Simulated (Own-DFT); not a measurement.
GaP (zincblende, strained, atoms displaced), GaP (zincblende, atoms displaced), Si3N4 (beta silicon nitride, strained, atoms displaced) (calculated)

A calculation, not a measurement: plane-wave PBE density functional theory by an unreviewed code, no spin, of a simulated periodic cell, stress positive in tension, free energy of the whole cell less one offset for each atom, forces on such cells passed a denser k mesh, this cell's mesh not checked; offsets are fitted by least squares, one for each functional and potential file, so energies compare only between cells with the same atoms and settings and are not formation energies; the far tail of each file's local potential was reset to the Coulomb form; each entry is a single point on an unrelaxed cell, so the pressure reflects the starting lattice, mostly measured values (interpolated for alloys), from which strain is counted, and rises with the displacements; printed positions are rounded, which can move forces by about a meV/angstrom; the program, named Own-DFT, is a retired in-house code; no spin-orbit coupling. Program: Own-DFT development build.

Common to all runs: functional PBE; potential files PseudoDojo norm-conserving, scalar-relativistic, standard set; wave cutoff 42 hartree; occupations Fermi-Dirac; smearing width 0.1 eV; k mesh 3 x 3 x 3 centred on Gamma.

(1) GaP (zincblende, strained, atoms displaced)

```cif
# cell vector a (Å): 10.8620 0.0000 0.0000
# cell vector b (Å): 0.0000 10.8620 0.0000
# cell vector c (Å): 0.0000 0.0000 10.9439
data_GaP
_symmetry_space_group_name_H-M 'P 1'
_symmetry_Int_Tables_number 1
_cell_length_a 10.8620
_cell_length_b 10.8620
_cell_length_c 10.9439
_cell_angle_alpha 90.000
_cell_angle_beta 90.000
_cell_angle_gamma 90.000
_cell_volume 1291.19
loop_
_atom_site_label
_atom_site_type_symbol
_atom_site_fract_x
_atom_site_fract_y
_atom_site_fract_z
_atom_site_occupancy
Ga1 Ga 0.99178 0.99494 0.99530 1
Ga2 Ga 0.01049 0.25285 0.24676 1
Ga3 Ga 0.23511 0.00874 0.24902 1
Ga4 Ga 0.25082 0.24960 0.99853 1
P1 P 0.12705 0.12903 0.13620 1
P2 P 0.13092 0.37439 0.37653 1
P3 P 0.38368 0.13370 0.37630 1
P4 P 0.37938 0.37616 0.12154 1
Ga5 Ga 0.01216 0.00067 0.50315 1
Ga6 Ga 0.98264 0.24438 0.74257 1
Ga7 Ga 0.23888 0.00359 0.75679 1
Ga8 Ga 0.25954 0.25818 0.50162 1
P5 P 0.12761 0.12754 0.63182 1
P6 P 0.11351 0.37592 0.86403 1
P7 P 0.37420 0.11792 0.86046 1
P8 P 0.36522 0.36354 0.62800 1
Ga9 Ga 0.00285 0.51091 0.99186 1
Ga10 Ga 0.99495 0.74339 0.24860 1
Ga11 Ga 0.25199 0.49905 0.24171 1
Ga12 Ga 0.23428 0.74276 0.99719 1
P9 P 0.11821 0.60646 0.11862 1
P10 P 0.12672 0.88359 0.36597 1
P11 P 0.37957 0.62485 0.37895 1
P12 P 0.36537 0.88369 0.12448 1
Ga13 Ga 0.97945 0.50539 0.49980 1
Ga14 Ga 0.00866 0.74057 0.73933 1
Ga15 Ga 0.26148 0.49568 0.74161 1
Ga16 Ga 0.26049 0.75221 0.49900 1
P13 P 0.14829 0.63036 0.62122 1
P14 P 0.12253 0.86587 0.88736 1
P15 P 0.37354 0.61568 0.86574 1
P16 P 0.36946 0.87054 0.61192 1
Ga17 Ga 0.49723 0.00452 0.98665 1
Ga18 Ga 0.50383 0.24113 0.26120 1
Ga19 Ga 0.73659 0.01056 0.25267 1
Ga20 Ga 0.75383 0.26592 0.00402 1
P17 P 0.63015 0.12875 0.12964 1
P18 P 0.62268 0.36555 0.38177 1
P19 P 0.87246 0.12116 0.37223 1
P20 P 0.87016 0.38039 0.11932 1
Ga21 Ga 0.49757 0.99917 0.50901 1
Ga22 Ga 0.49476 0.25244 0.75205 1
Ga23 Ga 0.73642 0.00013 0.76065 1
Ga24 Ga 0.74294 0.24580 0.50902 1
P21 P 0.63111 0.13432 0.61309 1
P22 P 0.62583 0.36804 0.88059 1
P23 P 0.86247 0.11733 0.88286 1
P24 P 0.88849 0.37133 0.62522 1
Ga25 Ga 0.49321 0.50754 0.99522 1
Ga26 Ga 0.49708 0.75892 0.24881 1
Ga27 Ga 0.75927 0.51002 0.26516 1
Ga28 Ga 0.74331 0.74626 0.00150 1
P25 P 0.64156 0.62459 0.12008 1
P26 P 0.62072 0.87134 0.36211 1
P27 P 0.88120 0.61978 0.36819 1
P28 P 0.87152 0.87692 0.12372 1
Ga29 Ga 0.50056 0.50940 0.49470 1
Ga30 Ga 0.49409 0.73937 0.74582 1
Ga31 Ga 0.76497 0.49632 0.74837 1
Ga32 Ga 0.74618 0.75075 0.48669 1
P29 P 0.61206 0.62608 0.62256 1
P30 P 0.62428 0.86607 0.88515 1
P31 P 0.87666 0.63133 0.87994 1
P32 P 0.86868 0.87637 0.62619 1
```

```
hardware                          : one NVIDIA H100
free energy of cell above offsets : -27.639 eV
pressure                          : 4.87 GPa
stress xx                         : -4.79 GPa
stress yy                         : -5.14 GPa
stress zz                         : -4.66 GPa
stress yz                         : 0.94 GPa
stress xz                         : -1.36 GPa
stress xy                         : -0.55 GPa
wall time                         : 580.3 s
```

Force:
```csv
element,x (eV/Å),y (eV/Å),z (eV/Å)
Ga,0.773,0.329,1.006
Ga,-1.814,0.658,0.684
Ga,2.662,-0.361,0.603
Ga,-0.359,0.192,-0.397
P,-0.808,0.195,-3.226
P,-0.735,0.834,0.186
P,-1.952,-1.969,1.012
P,0.312,-0.528,0.319
Ga,-1.299,-0.032,-0.068
Ga,1.638,-1.449,2.042
Ga,0.028,-1.774,-0.491
Ga,-1.535,-1.662,-1.192
P,-0.345,0.373,-0.875
P,0.814,-0.303,0.332
P,0.011,0.958,1.248
P,2.609,1.787,0.094
Ga,-1.361,-2.333,-0.767
Ga,1.085,1.203,-1.081
Ga,0.309,-0.292,0.912
Ga,1.989,-0.742,1.255
P,1.149,2.289,1.721
P,-0.496,-2.08,1.212
P,-0.852,0.359,-1.958
P,0.108,-0.594,-0.515
Ga,3.406,-0.578,0.392
Ga,-0.617,0.812,0.501
Ga,-1.712,-0.427,0.606
Ga,-1.357,-0.132,-2.221
P,-2.129,-1.024,-0.18
P,-0.915,1.346,-2.257
P,-0.575,1.283,0.999
P,0.951,1.548,3.002
Ga,0.196,-0.333,1.626
Ga,0.539,1.329,-2.012
Ga,1.496,-1.318,0.112
Ga,-0.617,-1.996,0.038
P,-1.269,0.659,-1.789
P,0.622,1.847,-0.15
P,0.718,0.816,0.694
P,1.852,1.047,1.554
Ga,0.64,0.209,-1.281
Ga,1.016,-0.224,-0.482
Ga,0.205,-0.298,-1.068
Ga,3.135,1.897,-2.493
P,-2.685,-2.805,3.637
P,-0.591,1.312,-1.235
P,0.448,1.255,-0.555
P,-2.557,0.704,-1.122
Ga,1.454,-0.692,0.723
Ga,-0.606,-1.173,-1.371
Ga,-2.287,-2.766,-2.236
Ga,1.88,1.026,-0.16
P,-2.582,-0.988,1.641
P,0.388,1.193,1.708
P,-0.087,2.243,1.686
P,-0.53,-0.329,0.649
Ga,-0.091,-2.145,0.57
Ga,-0.148,1.626,0.433
Ga,-1.278,0.29,0.454
Ga,0.041,0.095,0.899
P,2.636,-0.494,-0.09
P,-1.309,0.317,-1.602
P,-0.125,0.086,-1.435
P,0.515,-0.28,-0.243
```

(2) GaP (zincblende, strained, atoms displaced)

```cif
# cell vector a (Å): 10.8620 0.0000 0.0000
# cell vector b (Å): 0.0000 10.8620 0.0000
# cell vector c (Å): 0.0000 0.0000 10.9361
data_GaP
_symmetry_space_group_name_H-M 'P 1'
_symmetry_Int_Tables_number 1
_cell_length_a 10.8620
_cell_length_b 10.8620
_cell_length_c 10.9361
_cell_angle_alpha 90.000
_cell_angle_beta 90.000
_cell_angle_gamma 90.000
_cell_volume 1290.27
loop_
_atom_site_label
_atom_site_type_symbol
_atom_site_fract_x
_atom_site_fract_y
_atom_site_fract_z
_atom_site_occupancy
Ga1 Ga 0.00340 0.00889 0.99478 1
Ga2 Ga 0.99542 0.24739 0.24747 1
Ga3 Ga 0.25344 0.99613 0.25513 1
Ga4 Ga 0.25471 0.24944 0.99170 1
P1 P 0.12690 0.12998 0.12913 1
P2 P 0.12822 0.38231 0.37861 1
P3 P 0.37390 0.12302 0.37672 1
P4 P 0.36720 0.37189 0.12458 1
Ga5 Ga 0.99634 0.00271 0.50724 1
Ga6 Ga 0.00029 0.25174 0.74789 1
Ga7 Ga 0.24442 0.00248 0.74409 1
Ga8 Ga 0.24518 0.25249 0.50058 1
P5 P 0.12731 0.12129 0.62534 1
P6 P 0.12390 0.36992 0.87751 1
P7 P 0.37215 0.12593 0.87080 1
P8 P 0.36961 0.37367 0.62169 1
Ga9 Ga 0.99931 0.50005 0.00677 1
Ga10 Ga 0.99931 0.75270 0.25646 1
Ga11 Ga 0.25525 0.50367 0.24526 1
Ga12 Ga 0.24764 0.75222 0.99476 1
P9 P 0.12543 0.62142 0.12375 1
P10 P 0.12193 0.87781 0.37346 1
P11 P 0.37648 0.62458 0.37715 1
P12 P 0.36993 0.87209 0.12760 1
Ga13 Ga 0.00508 0.49997 0.49657 1
Ga14 Ga 0.00298 0.75043 0.73957 1
Ga15 Ga 0.24680 0.49874 0.75738 1
Ga16 Ga 0.24378 0.74304 0.50322 1
P13 P 0.12193 0.62133 0.62234 1
P14 P 0.12688 0.87116 0.87526 1
P15 P 0.37712 0.62785 0.87340 1
P16 P 0.37193 0.87660 0.62131 1
Ga17 Ga 0.50162 0.00768 0.99329 1
Ga18 Ga 0.50555 0.25505 0.25213 1
Ga19 Ga 0.75683 0.01218 0.24243 1
Ga20 Ga 0.75285 0.24507 0.99903 1
P17 P 0.63738 0.11896 0.13034 1
P18 P 0.62621 0.38200 0.37628 1
P19 P 0.87353 0.12755 0.37565 1
P20 P 0.86764 0.37667 0.12453 1
Ga21 Ga 0.49680 0.00376 0.49840 1
Ga22 Ga 0.50330 0.24469 0.75324 1
Ga23 Ga 0.75327 0.00329 0.74359 1
Ga24 Ga 0.74786 0.24435 0.50626 1
P21 P 0.62911 0.12126 0.62887 1
P22 P 0.62663 0.37900 0.88267 1
P23 P 0.87236 0.12941 0.88313 1
P24 P 0.86912 0.38184 0.62602 1
Ga25 Ga 0.50354 0.48498 0.99806 1
Ga26 Ga 0.49843 0.74654 0.24808 1
Ga27 Ga 0.74681 0.50218 0.25257 1
Ga28 Ga 0.75358 0.74594 0.99500 1
P25 P 0.62215 0.62001 0.12045 1
P26 P 0.62442 0.86676 0.37762 1
P27 P 0.87699 0.62275 0.36901 1
P28 P 0.88228 0.86907 0.12805 1
Ga29 Ga 0.50514 0.48928 0.50318 1
Ga30 Ga 0.49769 0.74484 0.75352 1
Ga31 Ga 0.75492 0.50053 0.75253 1
Ga32 Ga 0.74519 0.75771 0.50304 1
P29 P 0.62848 0.61565 0.62445 1
P30 P 0.61575 0.88393 0.86912 1
P31 P 0.87654 0.63289 0.87650 1
P32 P 0.86606 0.87940 0.62284 1
```

```
hardware                          : one NVIDIA H100
free energy of cell above offsets : -32.945 eV
pressure                          : 3.68 GPa
stress xx                         : -3.95 GPa
stress yy                         : -3.7 GPa
stress zz                         : -3.38 GPa
stress yz                         : -0.36 GPa
stress xz                         : 0.05 GPa
stress xy                         : 0.62 GPa
wall time                         : 511.8 s
```

Force:
```csv
element,x (eV/Å),y (eV/Å),z (eV/Å)
Ga,0.214,-1.024,0.985
Ga,0.34,1.041,0.367
Ga,-0.412,0.345,-0.485
Ga,-0.625,-0.165,0.922
P,0.464,-0.516,-0.523
P,-0.152,-0.998,-1.199
P,0.148,0.975,-0.246
P,1.15,-0.264,-0.146
Ga,0.114,-0.246,-0.959
Ga,-0.406,-0.068,-0.04
Ga,0.809,-1.128,0.787
Ga,0.249,-0.366,-0.356
P,-0.952,1.066,-0.262
P,-0.383,0.668,-0.056
P,0.162,-0.349,-0.07
P,0.588,-0.164,1.044
Ga,-0.249,-0.14,-0.588
Ga,0.491,-0.591,-0.584
Ga,-0.307,0.113,0.672
Ga,0.399,-0.678,0.801
P,0.085,0.892,0.26
P,0.086,-0.181,1.085
P,0.123,-0.361,0.187
P,0.705,0.464,-0.707
Ga,-1.161,0.115,0.111
Ga,-0.518,0.379,0.655
Ga,0.263,0.119,-0.482
Ga,0.531,0.87,-0.696
P,0.247,-0.217,0.679
P,-0.693,1.023,-0.886
P,-0.384,-1.084,0.808
P,0.09,-0.467,0.361
Ga,-0.456,-0.422,1.236
Ga,-0.379,-0.543,-0.225
Ga,0.988,-2.867,1.633
Ga,-0.819,0.984,0.823
P,-2.51,1.742,-1.59
P,0.445,-1.388,0.05
P,0.293,0.022,0.526
P,0.406,-0.236,0.26
Ga,0.538,-0.818,0.135
Ga,-0.086,0.994,-0.329
Ga,-0.163,-0.111,1.661
Ga,0.1,0.914,-0.561
P,-1.025,0.426,-0.577
P,0.915,-1.623,-1.652
P,0.669,-0.678,-1.972
P,1.047,-0.969,-0.468
Ga,-1.48,1.642,1.048
Ga,0.129,-0.004,0.023
Ga,0.149,0.248,-0.597
Ga,-1.095,1.241,0.798
P,0.088,0.305,0.039
P,-0.321,1.675,-1.039
P,-0.323,0.44,1.213
P,-0.692,1.074,-0.934
Ga,-1.005,1.035,0.056
Ga,0.422,0.628,-1.233
Ga,-0.379,0.483,0.703
Ga,0.319,-1.639,-0.32
P,-0.297,0.958,0.366
P,1.356,-0.956,0.074
P,0.857,-1.079,-0.849
P,1.293,-0.542,0.268
```

(3) GaP (zincblende, atoms displaced)

```cif
# cell vector a (Å): 10.9010 0.0000 0.0000
# cell vector b (Å): 0.0000 10.9010 0.0000
# cell vector c (Å): 0.0000 0.0000 10.9010
data_GaP
_symmetry_space_group_name_H-M 'P 1'
_symmetry_Int_Tables_number 1
_cell_length_a 10.9010
_cell_length_b 10.9010
_cell_length_c 10.9010
_cell_angle_alpha 90.000
_cell_angle_beta 90.000
_cell_angle_gamma 90.000
_cell_volume 1295.39
loop_
_atom_site_label
_atom_site_type_symbol
_atom_site_fract_x
_atom_site_fract_y
_atom_site_fract_z
_atom_site_occupancy
Ga1 Ga 0.00194 0.00619 0.98906 1
Ga2 Ga 0.00377 0.24650 0.24161 1
Ga3 Ga 0.24347 0.00390 0.26791 1
Ga4 Ga 0.24854 0.25169 0.98536 1
P1 P 0.12451 0.12183 0.11885 1
P2 P 0.11595 0.36283 0.37978 1
P3 P 0.37152 0.13994 0.37606 1
P4 P 0.38969 0.37449 0.11723 1
Ga5 Ga 0.99205 0.00798 0.49917 1
Ga6 Ga 0.01315 0.24545 0.75968 1
Ga7 Ga 0.23903 0.00405 0.75179 1
Ga8 Ga 0.24143 0.24952 0.51093 1
P5 P 0.13575 0.13627 0.62632 1
P6 P 0.11594 0.38037 0.86343 1
P7 P 0.36636 0.11780 0.86323 1
P8 P 0.38236 0.39145 0.64036 1
Ga9 Ga 0.00937 0.48815 0.00129 1
Ga10 Ga 0.98890 0.73158 0.25231 1
Ga11 Ga 0.24472 0.50723 0.24176 1
Ga12 Ga 0.23468 0.76002 0.01848 1
P9 P 0.13123 0.62455 0.12498 1
P10 P 0.12261 0.87397 0.37286 1
P11 P 0.40213 0.61550 0.36391 1
P12 P 0.38150 0.87093 0.10729 1
Ga13 Ga 0.99894 0.49807 0.50350 1
Ga14 Ga 0.99706 0.74966 0.74366 1
Ga15 Ga 0.25072 0.50644 0.74644 1
Ga16 Ga 0.25130 0.76245 0.49198 1
P13 P 0.13359 0.62387 0.62559 1
P14 P 0.13457 0.87990 0.87660 1
P15 P 0.37875 0.60544 0.88152 1
P16 P 0.36834 0.87761 0.62485 1
Ga17 Ga 0.49484 0.99817 0.99104 1
Ga18 Ga 0.48130 0.25952 0.24255 1
Ga19 Ga 0.72515 0.00950 0.25712 1
Ga20 Ga 0.75240 0.24833 0.01543 1
P17 P 0.61797 0.14162 0.12386 1
P18 P 0.62863 0.36953 0.37787 1
P19 P 0.88802 0.10301 0.37144 1
P20 P 0.86334 0.37585 0.14470 1
Ga21 Ga 0.49432 0.99877 0.50665 1
Ga22 Ga 0.51215 0.24815 0.74874 1
Ga23 Ga 0.73365 0.99098 0.76401 1
Ga24 Ga 0.76165 0.23456 0.49872 1
P21 P 0.62680 0.12170 0.62285 1
P22 P 0.61529 0.38125 0.87483 1
P23 P 0.88478 0.12889 0.88842 1
P24 P 0.87353 0.37872 0.62527 1
Ga25 Ga 0.49553 0.50143 0.99222 1
Ga26 Ga 0.48771 0.73547 0.25792 1
Ga27 Ga 0.76725 0.48650 0.23974 1
Ga28 Ga 0.74767 0.75572 0.01619 1
P25 P 0.62481 0.61720 0.13045 1
P26 P 0.63050 0.89583 0.38177 1
P27 P 0.87754 0.61781 0.37735 1
P28 P 0.86929 0.86570 0.13261 1
Ga29 Ga 0.50975 0.49395 0.49436 1
Ga30 Ga 0.49194 0.74702 0.73737 1
Ga31 Ga 0.76188 0.47331 0.74727 1
Ga32 Ga 0.75044 0.74199 0.50672 1
P29 P 0.61130 0.63019 0.61680 1
P30 P 0.61075 0.86676 0.87074 1
P31 P 0.89077 0.62879 0.86599 1
P32 P 0.88504 0.88234 0.63909 1
```

```
free energy of cell above offsets : -23.509 eV
pressure                          : 5.65 GPa
stress xx                         : -5.24 GPa
stress yy                         : -5.88 GPa
stress zz                         : -5.83 GPa
stress yz                         : 1.49 GPa
stress xz                         : 1.1 GPa
stress xy                         : 0.44 GPa
```

Force:
```csv
element,x (eV/Å),y (eV/Å),z (eV/Å)
Ga,0.584,-2.089,1.828
Ga,-0.28,-0.586,0.607
Ga,0.958,0.305,-1.782
Ga,0.204,0.077,0.623
P,0.72,0.35,0.242
P,0.735,1.351,-0.512
P,-0.12,-1.133,0.781
P,-3.512,1.247,-1.295
Ga,2.518,-1.985,2.494
Ga,-1.881,-0.352,-1.278
Ga,0.706,-0.626,-0.976
Ga,2.639,2.43,-1.331
P,-2.629,-2.323,0.877
P,2.136,0.202,1.025
P,1.53,1.321,0.653
P,0.111,-1.936,-1.906
Ga,-1.404,1.225,0.412
Ga,1.065,1.392,-0.565
Ga,1.731,-1.78,1.471
Ga,1.488,-0.212,-1.953
P,-2.232,-0.282,0.032
P,-1.244,-0.402,0.123
P,-5.251,-2.687,3.344
P,-0.331,0.118,3.124
Ga,0.715,0.12,0.041
Ga,2.057,0.133,0.343
Ga,-0.048,-0.127,0.98
Ga,0.543,-1.698,0.138
P,-0.714,1.048,-1.224
P,-1.704,-1.059,-0.18
P,-2.448,3.841,-1.593
P,-0.387,0.298,0.257
Ga,0.406,1.013,-0.078
Ga,2.228,-0.992,2.024
Ga,2.14,0.781,-2.019
Ga,0.089,1.056,-1.642
P,-0.939,-1.932,0.304
P,0.652,-0.834,-0.855
P,-2.384,3.038,-2.356
P,5.779,-4.856,-5.588
Ga,-0.064,0.78,-0.612
Ga,-1.157,-0.028,0.016
Ga,1.497,1.01,-0.741
Ga,-0.075,0.514,-0.377
P,0.313,-0.121,0.508
P,2.197,-1.288,0.271
P,-2.376,0.713,-1.643
P,1.989,-2.995,-1.694
Ga,2.174,-0.457,2.039
Ga,3.605,4.767,-3.818
Ga,-5.742,5.586,5.212
Ga,-0.684,-1.444,-1.803
P,0.331,0.081,-0.321
P,-1.8,-3.481,1.277
P,-1.091,-0.402,0.666
P,0.8,2.128,0.326
Ga,-0.317,-0.261,0.778
Ga,-0.64,-0.45,1.184
Ga,-2.214,3.34,2.23
Ga,0.35,1.391,-0.309
P,1.73,-1.021,0.604
P,0.56,-0.608,1.04
P,-1.995,-1.492,1.759
P,-1.616,0.285,-1.177
```

(4) Si3N4 (beta silicon nitride, strained, atoms displaced)

```cif
# cell vector a (Å): 7.6658 -0.1487 0.1469
# cell vector b (Å): -3.9617 6.5916 -0.2035
# cell vector c (Å): 0.1686 -0.1722 8.6507
data_Si3N4
_symmetry_space_group_name_H-M 'P 1'
_symmetry_Int_Tables_number 1
_cell_length_a 7.6686
_cell_length_b 7.6932
_cell_length_c 8.6541
_cell_angle_alpha 93.068
_cell_angle_beta 87.764
_cell_angle_gamma 122.133
_cell_volume 431.70
loop_
_atom_site_label
_atom_site_type_symbol
_atom_site_fract_x
_atom_site_fract_y
_atom_site_fract_z
_atom_site_occupancy
Si1 Si 0.18019 0.76604 0.08975 1
Si2 Si 0.24055 0.40449 0.09142 1
Si3 Si 0.60333 0.82680 0.09204 1
Si4 Si 0.82580 0.24610 0.25450 1
Si5 Si 0.77219 0.59899 0.25418 1
Si6 Si 0.40253 0.16864 0.24770 1
N1 N 0.33150 0.02688 0.08181 1
N2 N 0.96453 0.29903 0.08443 1
N3 N 0.69941 0.66948 0.09262 1
N4 N 0.68092 0.97617 0.24892 1
N5 N 0.02794 0.69044 0.24536 1
N6 N 0.29496 0.33706 0.25087 1
N7 N 0.33130 0.66855 0.08692 1
N8 N 0.66352 0.33737 0.24422 1
Si7 Si 0.16690 0.76411 0.42381 1
Si8 Si 0.22070 0.39464 0.41471 1
Si9 Si 0.59011 0.81218 0.41587 1
Si10 Si 0.82681 0.22718 0.57342 1
Si11 Si 0.77816 0.60295 0.58023 1
Si12 Si 0.40975 0.17870 0.58578 1
N9 N 0.33735 0.03223 0.41578 1
N10 N 0.98938 0.31861 0.41376 1
N11 N 0.68660 0.66609 0.41971 1
N12 N 0.66627 0.97118 0.57356 1
N13 N 0.02239 0.69499 0.58303 1
N14 N 0.30630 0.33927 0.59503 1
N15 N 0.33109 0.67435 0.41310 1
N16 N 0.66141 0.32493 0.59369 1
Si13 Si 0.16660 0.77558 0.75576 1
Si14 Si 0.22677 0.40093 0.75335 1
Si15 Si 0.57813 0.81797 0.75357 1
Si16 Si 0.82228 0.22853 0.91411 1
Si17 Si 0.78255 0.60300 0.92481 1
Si18 Si 0.41425 0.18149 0.91603 1
N17 N 0.33846 0.02067 0.75094 1
N18 N 0.98123 0.31355 0.74795 1
N19 N 0.70690 0.67215 0.75985 1
N20 N 0.67990 0.97436 0.90187 1
N21 N 0.03016 0.70587 0.92005 1
N22 N 0.30213 0.32940 0.91614 1
N23 N 0.33909 0.66267 0.75739 1
N24 N 0.66643 0.34184 0.91674 1
```

Question: Si3N4 (beta silicon nitride, strained, atoms displaced) (entry 4): stress zz?
Answer: -11.02 GPa

Further results for Si3N4 (beta silicon nitride, strained, atoms displaced) (entry 4):

```
free energy of cell above offsets : -1.629 eV
pressure                          : 12.35 GPa
stress xx                         : -13.01 GPa
stress yy                         : -13.02 GPa
stress yz                         : -7.34 GPa
stress xz                         : 7.08 GPa
stress xy                         : -11.17 GPa
```

Force:
```csv
element,x (eV/Å),y (eV/Å),z (eV/Å)
Si,0.064,-0.066,-2.362
Si,-3.138,0.836,-2.921
Si,-1.102,0.003,-3.492
Si,0.608,-1.029,-1.313
Si,-1.111,-0.458,-1.092
Si,-0.883,1.118,1.079
N,-0.187,0.667,-0.781
N,1.027,0.734,-0.301
N,0.148,0.27,0.074
N,-0.055,0.684,2.684
N,-0.405,0.372,2.987
N,3.945,-2.778,-0.135
N,2.134,-0.394,0.003
N,0.466,0.02,1.017
Si,2.374,0.925,-2.894
Si,5.198,4.63,3.428
Si,-2.143,3.049,-0.939
Si,-0.639,1.257,2.765
Si,-4.66,-2.839,2.523
Si,-1.598,-0.851,0.539
N,-1.245,-0.528,-0.387
N,-7.497,-3.094,0.247
N,3.28,-1.415,0.475
N,0.613,-1.059,2.201
N,2.445,1.324,1.113
N,1.449,-1.927,-4.582
N,0.041,-2.322,0.513
N,2.638,2.962,-1.405
Si,2.679,-3.038,-0.987
Si,1.207,1.661,2.366
Si,5.127,1.426,-3.001
Si,-0.01,2.329,0.161
Si,-3.716,-0.953,-1.687
Si,-1.533,-1.03,0.271
N,-0.614,3.051,-0.96
N,-3.654,-1.877,-0.578
N,-0.472,0.663,-1.255
N,-0.198,-0.438,4.748
N,2.37,0.678,1.381
N,0.096,-0.606,0.468
N,-5.736,-1.485,-0.336
N,2.688,-0.473,0.364
```
